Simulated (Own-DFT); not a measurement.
# Computed records: SiC (4H silicon carbide, atoms displaced), SiC (twinned 3C silicon carbide, atoms displaced)

All values are calculated (Own-DFT development build). A calculation, not a measurement: plane-wave PBE density functional theory by an unreviewed code, no spin, of a simulated periodic cell, stress positive in tension, free energy of the whole cell less one offset for each atom, forces on such cells passed a denser k mesh, this cell's mesh not checked; offsets are fitted by least squares, one for each functional and potential file, so energies compare only between cells with the same atoms and settings and are not formation energies; the far tail of each file's local potential was reset to the Coulomb form; each entry is a single point on an unrelaxed cell, so the pressure reflects the starting lattice, mostly measured values (interpolated for alloys), from which strain is counted, and rises with the displacements; printed positions are rounded, which can move forces by about a meV/angstrom; the program, named Own-DFT, is a retired in-house code; no spin-orbit coupling.

Common to all runs: functional PBE; potential files PseudoDojo norm-conserving, scalar-relativistic, standard set; wave cutoff 42 hartree; occupations Fermi-Dirac; smearing width 0.1 eV.

(1) SiC (4H silicon carbide, atoms displaced)

```
CELL_PARAMETERS angstrom
12.33080 0.00000 0.00000
-6.16540 10.67880 0.00000
0.00000 0.00000 10.06810
ATOMIC_POSITIONS crystal
Si 0.99898 0.00023 0.41062
Si 0.08394 0.16506 0.15785
C 0.99931 0.00118 0.09471
C 0.08082 0.16251 0.34649
Si 0.00342 0.25554 0.40355
Si 0.08721 0.41758 0.16127
C 0.00504 0.25021 0.09238
C 0.08354 0.42018 0.34119
Si 0.99888 0.49571 0.40516
Si 0.08472 0.66636 0.15331
C 0.99935 0.50283 0.08877
C 0.08465 0.66807 0.34757
Si 0.00020 0.75155 0.40851
Si 0.08107 0.91644 0.15399
C 0.99938 0.75331 0.09600
C 0.08760 0.92003 0.34816
Si 0.24674 0.00102 0.40382
Si 0.34037 0.16958 0.15438
C 0.24560 0.00007 0.09554
C 0.33093 0.16181 0.34473
Si 0.24869 0.24574 0.40824
Si 0.33544 0.41897 0.15191
C 0.24985 0.25066 0.09412
C 0.33050 0.41370 0.34323
Si 0.24618 0.49542 0.40713
Si 0.33304 0.66693 0.15716
C 0.24827 0.49993 0.09297
C 0.33747 0.66511 0.34734
Si 0.25090 0.75007 0.40918
Si 0.33372 0.91923 0.15687
C 0.24943 0.74986 0.09608
C 0.33320 0.91635 0.34316
Si 0.49907 0.00449 0.40366
Si 0.58083 0.16617 0.16117
C 0.49842 0.99987 0.09275
C 0.58089 0.16470 0.33984
Si 0.50326 0.25121 0.40841
Si 0.58417 0.41367 0.15895
C 0.50091 0.24848 0.08871
C 0.58649 0.41633 0.34167
Si 0.50097 0.50498 0.41262
Si 0.58415 0.66843 0.15291
C 0.50168 0.50493 0.09122
C 0.57977 0.66608 0.34511
Si 0.49854 0.74661 0.40816
Si 0.58966 0.91992 0.16252
C 0.50163 0.74568 0.09196
C 0.57775 0.91440 0.34594
Si 0.74715 0.00023 0.40826
Si 0.83704 0.16608 0.15697
C 0.75101 0.00109 0.09408
C 0.83572 0.16975 0.34355
Si 0.75363 0.25503 0.40861
Si 0.83846 0.41905 0.15872
C 0.74698 0.24799 0.09109
C 0.83273 0.41813 0.34590
Si 0.74889 0.50118 0.40339
Si 0.83256 0.66581 0.15492
C 0.75351 0.50136 0.08912
C 0.83388 0.66833 0.34524
Si 0.74565 0.75201 0.40399
Si 0.83270 0.91540 0.15832
C 0.74533 0.74467 0.09600
C 0.83335 0.91539 0.33911
Si 0.00104 0.00016 0.90342
Si 0.91629 0.83248 0.65632
C 0.99905 0.99801 0.59584
C 0.91832 0.83800 0.84334
Si 0.00258 0.75067 0.90277
Si 0.91338 0.58039 0.65551
C 0.00598 0.75243 0.58978
C 0.91451 0.58169 0.84333
Si 0.99944 0.50228 0.90619
Si 0.91590 0.33125 0.65949
C 0.00003 0.50039 0.59650
C 0.91304 0.33331 0.84120
Si 0.00162 0.24894 0.90427
Si 0.91751 0.08312 0.66071
C 0.99919 0.25040 0.59599
C 0.91129 0.08200 0.84742
Si 0.75523 0.00701 0.90528
Si 0.65938 0.82592 0.65361
C 0.75354 0.00350 0.59191
C 0.66892 0.83196 0.84416
Si 0.75000 0.75356 0.90558
Si 0.66340 0.58063 0.65938
C 0.75069 0.74783 0.59696
C 0.67174 0.58409 0.85042
Si 0.74966 0.50194 0.90908
Si 0.66785 0.33375 0.65132
C 0.75281 0.49846 0.59696
C 0.66466 0.33794 0.84136
Si 0.74871 0.24874 0.91039
Si 0.66786 0.08465 0.65886
C 0.74632 0.24219 0.59124
C 0.66883 0.08706 0.83814
Si 0.50097 0.99610 0.90952
Si 0.41819 0.83314 0.65628
C 0.49857 0.99773 0.59385
C 0.41338 0.83046 0.84523
Si 0.50855 0.75430 0.90405
Si 0.41795 0.58868 0.65915
C 0.49911 0.74817 0.59289
C 0.41598 0.58272 0.84209
Si 0.49927 0.49783 0.90511
Si 0.41920 0.33021 0.65466
C 0.49635 0.49646 0.59196
C 0.41612 0.33102 0.84795
Si 0.50068 0.25387 0.90417
Si 0.41522 0.08729 0.65322
C 0.50121 0.24743 0.59510
C 0.41672 0.08452 0.84474
Si 0.24950 0.00342 0.90853
Si 0.16541 0.83287 0.65215
C 0.24999 0.00154 0.59515
C 0.16679 0.83668 0.84311
Si 0.25071 0.75202 0.90954
Si 0.16713 0.58429 0.65737
C 0.25302 0.75108 0.59026
C 0.16463 0.58369 0.84630
Si 0.25416 0.49547 0.90582
Si 0.16571 0.33277 0.65386
C 0.24846 0.49972 0.58989
C 0.16915 0.33301 0.85098
Si 0.25258 0.25201 0.90791
Si 0.16433 0.08508 0.65972
C 0.25163 0.24867 0.59430
C 0.16310 0.08091 0.84880
```

| Property | Result |
| --- | --- |
| hardware | one NVIDIA H200 |
| k mesh | 3 x 3 x 3 centred on Gamma |
| free energy of cell above offsets | -18.775 eV |
| pressure | 3.77 GPa |
| stress xx | -3.14 GPa |
| stress yy | -3.12 GPa |
| stress zz | -5.06 GPa |
| stress yz | 0.41 GPa |
| stress xz | 0.12 GPa |
| stress xy | -1 GPa |
| wall time | 509.6 s |

Force:
| element | x (eV/Å) | y (eV/Å) | z (eV/Å) |
| --- | --- | --- | --- |
| Si | 0.212 | -0.597 | -0.716 |
| Si | 0.187 | 0.195 | -0.049 |
| C | -0.072 | -0.505 | -0.513 |
| C | -0.136 | 1.154 | -0.024 |
| Si | -0.003 | -1.495 | 0.652 |
| Si | -0.942 | -0.125 | -2.44 |
| C | -0.902 | 0.194 | 0.47 |
| C | 0.447 | -0.745 | 0.873 |
| Si | -0.785 | 1.94 | 0.977 |
| Si | -0.885 | 0.551 | 1.132 |
| C | 1.088 | -0.713 | 1.435 |
| C | -0.057 | -0.774 | -0.769 |
| Si | 0.379 | 0.005 | -1.099 |
| Si | -0.021 | 0.484 | 1.161 |
| C | 0.587 | -0.894 | -0.915 |
| C | -1.866 | -0.96 | -0.984 |
| Si | 1.695 | -0.512 | 1.048 |
| Si | -1.795 | -0.684 | 0.444 |
| C | 1.115 | 0.403 | -0.307 |
| C | 0.685 | 1.829 | -0.311 |
| Si | 0.05 | 0.449 | -0.775 |
| Si | -0.203 | -0.293 | 0.968 |
| C | 0.822 | 0.019 | 0.163 |
| C | 0.494 | 0.152 | 0.295 |
| Si | 0.929 | 1.132 | -0.609 |
| Si | 0.653 | -0.001 | 0.009 |
| C | 0.743 | 0.334 | 0.157 |
| C | -1.515 | -0.387 | -0.488 |
| Si | 0.342 | -0.048 | -1.231 |
| Si | -0.346 | -0.6 | -0.062 |
| C | 0.337 | 0.521 | -0.228 |
| C | -0.411 | 0.264 | 0.335 |
| Si | 0.217 | -1.516 | 0.913 |
| Si | 0.699 | -0.076 | -2.226 |
| C | 0.859 | -0.035 | 0.871 |
| C | 0.572 | 1.334 | 1.659 |
| Si | -0.925 | -0.628 | -0.694 |
| Si | -0.329 | 0.947 | -1.564 |
| C | 0.153 | 0.695 | 1.025 |
| C | -1.185 | 0.106 | 1.14 |
| Si | -0.061 | -1.6 | -2.117 |
| Si | -0.181 | -0.861 | 0.961 |
| C | 0.579 | -1.411 | 0.45 |
| C | 0.697 | 0.23 | -0.34 |
| Si | -0.383 | 0.78 | -0.564 |
| Si | -1.416 | -1.106 | -1.347 |
| C | -1.125 | 1.663 | 0.11 |
| C | 0.939 | 0.489 | 0.487 |
| Si | 0.546 | 0.215 | -0.673 |
| Si | -0.642 | 0.704 | -0.397 |
| C | 0.362 | -0.069 | -0.118 |
| C | -0.202 | -0.151 | 0.244 |
| Si | -0.231 | -1.468 | -0.946 |
| Si | -1.011 | -0.672 | -1.026 |
| C | 0.761 | 0.326 | 1.652 |
| C | 0.362 | -0.003 | -0.284 |
| Si | 0.63 | 0.607 | 0.934 |
| Si | 0.161 | 0.144 | 0.371 |
| C | -0.315 | -0.618 | 1.95 |
| C | -0.491 | -0.052 | -0.19 |
| Si | 1.31 | -0.613 | 0.516 |
| Si | 0.163 | -0.127 | -1.216 |
| C | 0.779 | 1.625 | -0.664 |
| C | -0.684 | 0.548 | 1.835 |
| Si | -0.947 | 0.099 | 1.31 |
| Si | 0.5 | -0.074 | 0.047 |
| C | -0.432 | 0.519 | 0.24 |
| C | 0.144 | -1.205 | 0.097 |
| Si | -0.852 | 0.003 | 0.662 |
| Si | 1.159 | 1.056 | 0.268 |
| C | -1.837 | -1.058 | 1.194 |
| C | 0.002 | 0.779 | 0.02 |
| Si | 0.197 | -0.675 | -0.807 |
| Si | -0.567 | 0.468 | -0.85 |
| C | 0.08 | -0.731 | -0.725 |
| C | 0.907 | -0.12 | 1.468 |
| Si | -0.858 | 0.71 | 0.561 |
| Si | -0.392 | -0.176 | -0.91 |
| C | 0.498 | -0.133 | -0.473 |
| C | 2.403 | 0.942 | -0.799 |
| Si | -1.777 | -1.784 | 0.462 |
| Si | 1.755 | 2.077 | 0.531 |
| C | -0.432 | -1.301 | 0.863 |
| C | -0.71 | 1.471 | -0.732 |
| Si | 1.302 | -0.88 | 0.629 |
| Si | 0.923 | 0.02 | 0.042 |
| C | -0.83 | -0.14 | -0.908 |
| C | -1.958 | 0.402 | -1.259 |
| Si | 0.995 | -0.658 | -0.938 |
| Si | 0.526 | -0.513 | 1.377 |
| C | -1.686 | 0.122 | -1.53 |
| C | 1.028 | -0.681 | 0.223 |
| Si | -0.775 | 0.886 | -1.471 |
| Si | -0.368 | -1.303 | -1.494 |
| C | -0.022 | 2.156 | 0.348 |
| C | -0.037 | -0.93 | 2.091 |
| Si | -0.875 | 1.07 | -1.204 |
| Si | -0.858 | 0.31 | 0.07 |
| C | 0.008 | 0.934 | -0.169 |
| C | 1.332 | 0.407 | -0.153 |
| Si | -1.819 | -1.131 | 0.829 |
| Si | -0.188 | -2.128 | -0.892 |
| C | -0.324 | 0.252 | 0.153 |
| C | 0.89 | 0.46 | 0.41 |
| Si | 0.445 | 0.791 | 0.15 |
| Si | -1.016 | 0.318 | 0.645 |
| C | 0.356 | 0.702 | 1.584 |
| C | -0.431 | 0.735 | -1.285 |
| Si | 1.095 | -1.265 | -0.067 |
| Si | 0.98 | -2.105 | 1.266 |
| C | -0.11 | 1.253 | -0.916 |
| C | 0.122 | 0.024 | -0.007 |
| Si | 0.743 | -0.585 | -0.291 |
| Si | 1.248 | 0.78 | 0.849 |
| C | -0.547 | 0.093 | -0.518 |
| C | 0.648 | -0.325 | -0.01 |
| Si | -0.462 | -0.612 | -0.517 |
| Si | -0.216 | 0.021 | 0.018 |
| C | -0.322 | -0.202 | 1.311 |
| C | 1.112 | -0.066 | -0.192 |
| Si | -2.207 | 1.512 | 0.385 |
| Si | 0.553 | 0.373 | 0.835 |
| C | 0.271 | 0.059 | 1.249 |
| C | -0.286 | -0.504 | -1.982 |
| Si | -0.313 | -1.141 | 0.315 |
| Si | 0.984 | -0.789 | -0.167 |
| C | -0.485 | 0.222 | 0.295 |
| C | 0.302 | 1.493 | -0.881 |

(2) SiC (twinned 3C silicon carbide, atoms displaced)

```
CELL_PARAMETERS angstrom
4.35960 -4.35960 0.00000
0.00000 4.35960 -4.35960
8.71920 8.71920 8.71920
ATOMIC_POSITIONS crystal
Si 0.02561 0.99482 0.43722
C 0.02086 0.00125 0.06208
Si 0.15529 0.32099 0.10391
C 0.12557 0.30727 0.22574
Si 0.30794 0.15355 0.26669
C 0.34945 0.19714 0.39167
Si 0.02628 0.51260 0.43796
C 0.99601 0.47440 0.06464
Si 0.15255 0.79586 0.10142
C 0.16056 0.82956 0.23512
Si 0.32764 0.66731 0.26779
C 0.32638 0.66312 0.39948
Si 0.48540 0.00193 0.44048
C 0.47598 0.99670 0.05392
Si 0.68523 0.33725 0.10863
C 0.67331 0.32176 0.21940
Si 0.81038 0.13065 0.26643
C 0.82772 0.16338 0.39339
Si 0.47965 0.50111 0.43884
C 0.52423 0.50655 0.06559
Si 0.67883 0.83615 0.09439
C 0.67831 0.84073 0.23923
Si 0.86307 0.66391 0.27845
C 0.82771 0.68021 0.38817
Si 0.99778 0.99401 0.94680
C 0.98738 0.00961 0.56444
Si 0.84739 0.68552 0.60604
C 0.82785 0.68323 0.73093
Si 0.64639 0.83989 0.77582
C 0.67656 0.84229 0.88218
Si 0.01881 0.51094 0.94333
C 0.00596 0.47862 0.56573
Si 0.85405 0.19011 0.60504
C 0.82364 0.17265 0.73044
Si 0.68226 0.36566 0.77938
C 0.70726 0.33414 0.89136
Si 0.51476 0.98847 0.92952
C 0.51751 0.00843 0.55439
Si 0.34744 0.67958 0.60597
C 0.34497 0.64936 0.72465
Si 0.18265 0.84529 0.77848
C 0.14513 0.85178 0.89546
Si 0.50305 0.50018 0.93077
C 0.47969 0.51694 0.56831
Si 0.34923 0.18648 0.60446
C 0.33485 0.13664 0.71932
Si 0.17975 0.35764 0.77582
C 0.16206 0.35000 0.90093
```

| Quantity | Value |
| --- | --- |
| hardware | one NVIDIA H100 |
| k mesh | 5 x 5 x 2 centred on Gamma |

Questions
1. SiC (twinned 3C silicon carbide, atoms displaced) (entry 2): stress yy?
2. Give the table of force values for SiC (twinned 3C silicon carbide, atoms displaced) (entry 2).

Calculated values
1. -11.99 GPa
2. 
Force:
| element | x (eV/Å) | y (eV/Å) | z (eV/Å) |
| --- | --- | --- | --- |
| Si | -2.505 | 3.729 | -1.217 |
| C | -0.767 | 1.048 | 2.073 |
| Si | 3.251 | -1.619 | 0.034 |
| C | 3.088 | -1.281 | -1.926 |
| Si | 2.462 | 0.1 | -2.354 |
| C | -1.307 | -1.478 | 2.622 |
| Si | -4.66 | 2.116 | 3.672 |
| C | -0.375 | 0.044 | -1.896 |
| Si | 2.436 | 1.876 | -1.742 |
| C | -0.21 | -3.419 | -2.032 |
| Si | 1.531 | -1.037 | 1.853 |
| C | 0.107 | -1.218 | -3.734 |
| Si | 0.533 | -3.446 | -2.99 |
| C | 2.659 | -1.755 | 0.909 |
| Si | -5.166 | -1.066 | -0.739 |
| C | 2.158 | 4.438 | 3.16 |
| Si | 4.199 | 6.329 | -3.65 |
| C | 0.757 | -0.05 | -0.198 |
| Si | 3.228 | -0.451 | -1.088 |
| C | -2.338 | -0.232 | -0.318 |
| Si | 0.59 | 3.022 | 1.371 |
| C | -6.171 | -6.053 | 4.245 |
| Si | -6.57 | -0.02 | -0.199 |
| C | 3.879 | 1.896 | 4.527 |
| Si | -2.325 | 0.187 | -4.128 |
| C | 1.842 | -3.846 | -0.121 |
| Si | -0.875 | 0.024 | 1.427 |
| C | 1.226 | -0.549 | 0.066 |
| Si | -2.174 | -6.432 | -5.993 |
| C | 5.169 | 3.905 | 6.591 |
| Si | -1.891 | 1.379 | -1.495 |
| C | 0.979 | 3.02 | -7.488 |
| Si | -2.266 | 0.491 | 5.301 |
| C | 1.303 | 0.021 | -0.681 |
| Si | -3.855 | -4.462 | -1.663 |
| C | -0.172 | 4.339 | 2.389 |
| Si | -0.5 | 3.969 | -0.942 |
| C | 1.454 | 3.907 | 2.102 |
| Si | -2.122 | 3.107 | -1.65 |
| C | 0.841 | 4.259 | -0.971 |
| Si | -4.198 | -1.373 | -0.652 |
| C | 3.319 | -3.832 | 2.019 |
| Si | 1.945 | -0.092 | 1.139 |
| C | 1.777 | -6.945 | 0.273 |
| Si | -2.011 | -1.25 | 0.204 |
| C | 3.886 | 4.529 | -0.114 |
| Si | -3.477 | -2.392 | 3.232 |
| C | 1.317 | -3.439 | 0.776 |

Further results for SiC (twinned 3C silicon carbide, atoms displaced) (entry 2):

| Item | Value |
| --- | --- |
| free energy of cell above offsets | 6.641 eV |
| pressure | 10.51 GPa |
| stress xx | -7.2 GPa |
| stress zz | -12.35 GPa |
| stress yz | -1.83 GPa |
| stress xz | -2.02 GPa |
| stress xy | -3.41 GPa |
| wall time | 178.2 s |
